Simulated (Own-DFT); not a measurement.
# Which defects push the lattice out? C11b WSi2

No measurement is shown. These are fixed-geometry runs of a retired plane-wave code named Own-DFT, which no person has reviewed; spin and spin-orbit coupling are neglected.

Settings: PBE; PseudoDojo norm-conserving scalar-relativistic files; cutoff 50 hartree; 5 x 5 x 5 k mesh centred on Gamma; cold (Marzari-Vanderbilt) smearing of 0.2 eV.

Limits: forces on such cells failed a check on a denser k mesh; stress not checked against mesh or cutoff.

All runs share one cell, with vectors in Å (-2.148, -5.953, 3.409); (-6.444, 2.976, 1.136); (-2.553, -2.948, -6.757) and a volume of 403.2 Å³. Atoms were moved at random from their sites; u is the rms move along one axis. The defect's site can differ from row to row.

```
cell,formula,u (Å),P (GPa)
no defect,Si20W10,0.0194,4.29
no defect,Si20W10,0.0210,4.62
no defect,Si20W10,0.0474,5.93
one W on a Si site,Si19W11,0.0316,9.89
one W on a Si site,Si19W11,0.0415,10.34
one W on a Si site,Si19W11,0.0478,10.93
one Si vacancy,Si19W10,0.0299,3.51
one Si vacancy,Si19W10,0.0310,3.27
one Si vacancy,Si19W10,0.0456,?
one Si vacancy,Si19W10,0.0528,4.36
one Si on a W site,Si21W9,0.0289,6.52
one Si on a W site,Si21W9,0.0485,6.85
one Si on a W site,Si21W9,0.0512,7.59
```

## Analysis

P = P0 + c u² + a shift for each defect gives P0 = 4.30 GPa, c = 628 ± 94 GPa/Å² and a scatter of 0.25 GPa. The shifts, and each times the cell's volume:

- one W on a Si site: 5.03 ± 0.22 GPa, 12.7 eV
- one Si on a W site: 1.47 ± 0.22 GPa, 3.7 eV
- one Si vacancy: -1.56 ± 0.21 GPa, -3.9 eV

Positive is outwards. The product with the volume (160.2 GPa Å³ to the eV) is nearly free of the cell's size; divided by the bulk modulus at the cell's pressure it gives the volume that the defect adds. The atoms around the defects weren't relaxed, which would change these numbers.

## The run left out

Question: what pressure belongs in the blank (one Si vacancy, u = 0.0456 Å)?

Estimate: 4.05 ± 0.30 GPa. The hidden result is 3.78 GPa.
